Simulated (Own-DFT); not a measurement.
# Device materials side by side: how hard are they to compress?

The numbers are computed, not measured, by runs of the plane-wave DFT program Own-DFT (in-house, retired, unreviewed) at fixed positions, with no spin and no spin-orbit coupling.

Limits (not all hold for every row): forces on such cells moved up to 12 meV/angstrom on a denser k mesh; forces not confirmed at this smearing and k mesh; k mesh not checked against a denser one; forces on such cells passed a denser k mesh, each cell not checked; stress not checked against mesh or cutoff.

All runs are PBE with PseudoDojo norm-conserving files; cutoff and k mesh are each material's own. Every cell starts from measured lattice constants and was given uniform random strains and small random moves of its atoms. Each triple is the change of volume in per cent, the rms move u in Å and the pressure in GPa.

- wurtzite AlN (Al64N64), 10.45 Å³/atom unstrained: (-2.90, 0.048, 12.29); (-2.89, 0.047, 12.13); (-2.64, 0.049, 11.23); (-0.92, 0.050, 7.75); (0.12, 0.053, 5.51); (2.11, 0.047, 1.40); (2.78, 0.050, -0.24)
- wurtzite GaN (Ga48N48), 11.42 Å³/atom unstrained: (-2.04, 0.050, 11.89); (-1.59, 0.047, 10.30); (-1.09, 0.047, 9.04); (-0.68, 0.052, 8.76); (0.18, 0.053, 6.79); (0.74, 0.051, 5.94); (1.36, 0.046, 4.41)
- diamond silicon (Si64), 20.02 Å³/atom unstrained: (-2.50, 0.051, 5.65); (-2.03, 0.052, 4.65); (-1.38, 0.049, 4.08); (0.70, 0.052, 2.03); (1.03, 0.043, 1.60); (1.57, 0.049, 1.44); (2.98, 0.052, 0.05)
- zincblende GaP (Ga32P32), 20.24 Å³/atom unstrained: (-3.00, 0.051, 6.38); (-2.09, 0.052, 5.43); (-1.65, 0.054, 5.26); (0.50, 0.052, 2.94); (0.60, 0.049, 2.91); (2.06, 0.049, 1.60); (3.91, 0.054, 0.14)
- zincblende InP (In48P48), 25.27 Å³/atom unstrained: withheld
- grey tin (Sn64), 34.15 Å³/atom unstrained: (-3.79, 0.051, 5.94); (-1.83, 0.052, 4.81); (-1.58, 0.052, 4.57); (-1.07, 0.050, 4.27); (0.53, 0.052, 3.51); (0.55, 0.053, 3.69); (1.47, 0.049, 3.01)

## Analysis

Fit a line to each set against the fractional change of volume; B is minus its slope, and u is nearly the same within a set. To take it to zero pressure, assume that B rises by 4 GPa for each GPa: B0 = B - 4 x (mean pressure). The bond length of an ideal tetrahedral crystal with the unstrained volume v is d = (√3/4)(8 v)^(1/3). Cohen's empirical rule reads B0 = (1971 - 220 L) d^(-3.5) GPa, with L = 0 for group IV crystals and SiC and 1 for III-V compounds.

| material | L | d (Å) | B (GPa) | mean P (GPa) | B0 (GPa) | rule (GPa) |
|---|---|---|---|---|---|---|
| wurtzite AlN (Al64N64) | 1 | 1.893 | 216 ± 3 | 7.2 | 187 ± 3 | 188 |
| wurtzite GaN (Ga48N48) | 1 | 1.950 | 207 ± 11 | 8.2 | 174 ± 11 | 169 |
| diamond silicon (Si64) | 0 | 2.352 | 98 ± 5 | 2.8 | 87 ± 5 | 99 |
| zincblende GaP (Ga32P32) | 1 | 2.360 | 92 ± 2 | 3.5 | 78 ± 2 | 87 |
| zincblende InP (In48P48) | 1 | 2.541 | ? | ? | ? | 67 |
| grey tin (Sn64) | 0 | 2.810 | 54 ± 2 | 4.3 | 37 ± 2 | 53 |

A line through ln[B0/(1971 - 220 L)] against ln d has a slope of -4.4 ± 0.2 and a scatter of 5 %. Against the rule, B0 stands at 100 % for wurtzite AlN, 103 % for wurtzite GaN, 88 % for diamond silicon, 90 % for zincblende GaP, 69 % for grey tin. PBE tends to make silicon and heavier crystals too soft, and the rule itself is only a guide.

## The run left out

Asked: what B0 does the fitted trend give for zincblende InP (In48P48)?

Estimate: 53 GPa. Its own runs give B = 78 ± 1 GPa at a mean pressure of 4.6 GPa, so B0 = 60 GPa. It lies off the trend of the others.
